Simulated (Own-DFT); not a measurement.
# Response to strain: fcc Cu, 16 atoms (Cu16)

All numbers below are calculated, not measured. They come from Own-DFT, an in-house plane-wave density functional program, since retired, whose code no person has reviewed. Each row is one single-point run on a periodic cell that was not relaxed, without spin or spin-orbit coupling.

Settings of every run: PBE; PseudoDojo norm-conserving scalar-relativistic files; cutoff 50 hartree; 7 x 7 x 5 k mesh centred on Gamma; cold (Marzari-Vanderbilt) smearing of 0.2 eV.

Known limits: forces on such cells failed a check on a denser k mesh; stress not checked against mesh or cutoff.

Unstrained cell vectors in Å: (3.615, 3.615, 0.000); (-3.615, 3.615, 0.000); (0.000, 0.000, 7.230). The unstrained cell has measured lattice constants (interpolated for alloys), not those of this functional. That, the random moves and any unrelaxed bonds set the pressure at no strain. Each run strains this cell uniformly, with the atoms carried along. Every atom was also moved at random, by a Gaussian of width 0.05 Å on each axis. Strain is the symmetric tensor, in per cent. Stress is positive in tension, and the pressure is minus a third of its trace.

| run | e_xx (%) | e_yy (%) | e_zz (%) | e_yz (%) | e_xz (%) | e_xy (%) | s_xx (GPa) | s_yy (GPa) | s_zz (GPa) | s_yz (GPa) | s_xz (GPa) | s_xy (GPa) | P (GPa) | E (meV/atom) |
|---|---|---|---|---|---|---|---|---|---|---|---|---|---|---|
| 1 | -0.26 | 0.17 | 0.97 | -0.08 | 1.99 | 1.58 | -2.89 | -1.97 | -2.03 | -0.16 | 3.40 | 2.49 | 2.29 | 23.5 |
| 2 | -1.81 | 1.55 | -0.73 | 1.99 | -1.87 | 1.95 | -6.32 | -3.87 | -5.75 | 2.41 | -3.94 | 2.94 | 5.31 | 28.9 |
| 3 | 0.38 | -0.17 | 1.96 | 0.67 | 0.50 | -1.62 | 0.48 | -0.01 | 1.66 | 1.00 | 0.67 | -2.60 | -0.71 | 0.0 |
| 4 | -1.33 | -0.84 | -0.53 | -0.45 | -0.01 | -0.88 | -7.26 | -6.84 | -6.29 | -0.78 | 0.01 | -1.74 | 6.80 | 6.9 |
| 5 | 0.02 | -1.65 | -0.98 | 1.51 | -1.90 | 1.76 | -7.15 | -8.24 | -7.47 | 3.11 | -3.16 | 2.82 | 7.62 | 26.6 |
| 6 | -1.91 | -1.90 | 1.51 | -1.44 | -0.63 | -1.93 | -7.77 | -7.96 | -5.20 | -2.40 | -1.10 | -3.90 | 6.98 | 22.8 |
| 7 | -0.67 | -1.39 | -1.01 | -0.81 | 1.21 | -0.67 | -7.67 | -8.07 | -7.60 | -1.50 | 2.43 | -1.55 | 7.78 | 15.7 |
| 8 | -1.62 | -1.51 | 1.23 | 0.81 | 0.94 | 1.17 | -6.78 | -6.82 | -4.44 | 1.51 | 1.82 | 1.96 | 6.02 | 16.7 |
| 9 | -1.22 | -1.25 | 0.22 | -1.53 | -0.30 | 0.15 | -6.60 | -7.16 | -6.00 | -3.00 | -0.82 | 0.25 | 6.59 | 17.6 |
| 10 | -0.94 | 1.13 | 0.81 | -1.59 | 0.17 | 0.30 | -1.95 | -1.01 | -0.82 | -2.39 | 0.41 | 0.39 | 1.26 | 5.6 |
| 11 | 1.86 | -0.54 | 0.26 | 0.26 | 1.14 | 0.58 | -0.24 | -1.61 | -0.68 | 0.65 | 1.67 | 0.69 | 0.84 | 13.6 |
| 12 | -1.07 | 0.10 | -0.44 | 1.30 | 0.09 | -1.66 | -7.05 | -6.14 | -5.96 | 2.44 | 0.72 | -2.81 | 6.39 | 38.3 |
| 13 | 1.51 | 0.71 | 0.66 | 0.29 | -0.16 | 0.00 | 1.86 | 1.08 | 1.64 | 0.33 | -0.15 | -0.07 | -1.53 | 3.1 |
| 14 | 1.28 | -1.18 | -0.35 | -0.61 | 1.89 | -2.00 | -3.31 | -4.54 | -3.67 | -1.27 | 3.16 | -3.23 | 3.84 | 21.8 |
| 15 | 1.16 | -0.18 | -1.44 | 1.72 | 0.11 | 0.82 | ? | ? | ? | ? | ? | ? | ? | ? |

E is the free energy for each atom above the lowest run shown.

## Worked fit

Each stress component was fitted by least squares to a constant and the strains of the runs shown, as fractions, with shears doubled. Shear strains stay in the fit of a normal stress only where such slopes are resolved. The slopes, in GPa:

```
stress,at no strain,per e_xx,per e_yy,per e_zz,scatter
s_xx,-3.4,197 ± 13,131 ± 15,155 ± 17,0.58
s_yy,-3.4,137 ± 10,199 ± 11,145 ± 13,0.44
s_zz,-3.1,142 ± 11,121 ± 13,216 ± 15,0.51
```

Each shear stress against twice its own strain: yz 85 ± 6, xz 90 ± 5, xy 83 ± 3 GPa. These are stiffnesses along x, y and z of the frame in which the cell vectors are given, which need not be the crystal's axes. The atoms are held to the strained lattice; where symmetry lets them move under strain, relaxing them would lower some slopes. The table should be nearly symmetric about its diagonal, and what it lacks of that shows the noise. A ninth of its sum, 160 ± 6 GPa, estimates the bulk modulus near the mean pressure of these runs, 4.2 GPa, so it lies above the value at zero pressure.

## Withheld run

Question: what normal stresses and pressure should run 15 give?

The fit gives s_xx = -3.6, s_yy = -4.2, s_zz = -4.8 and P = 4.2 GPa. The calculation gave -2.86, -4.61, -4.28 and P = 3.92 GPa.
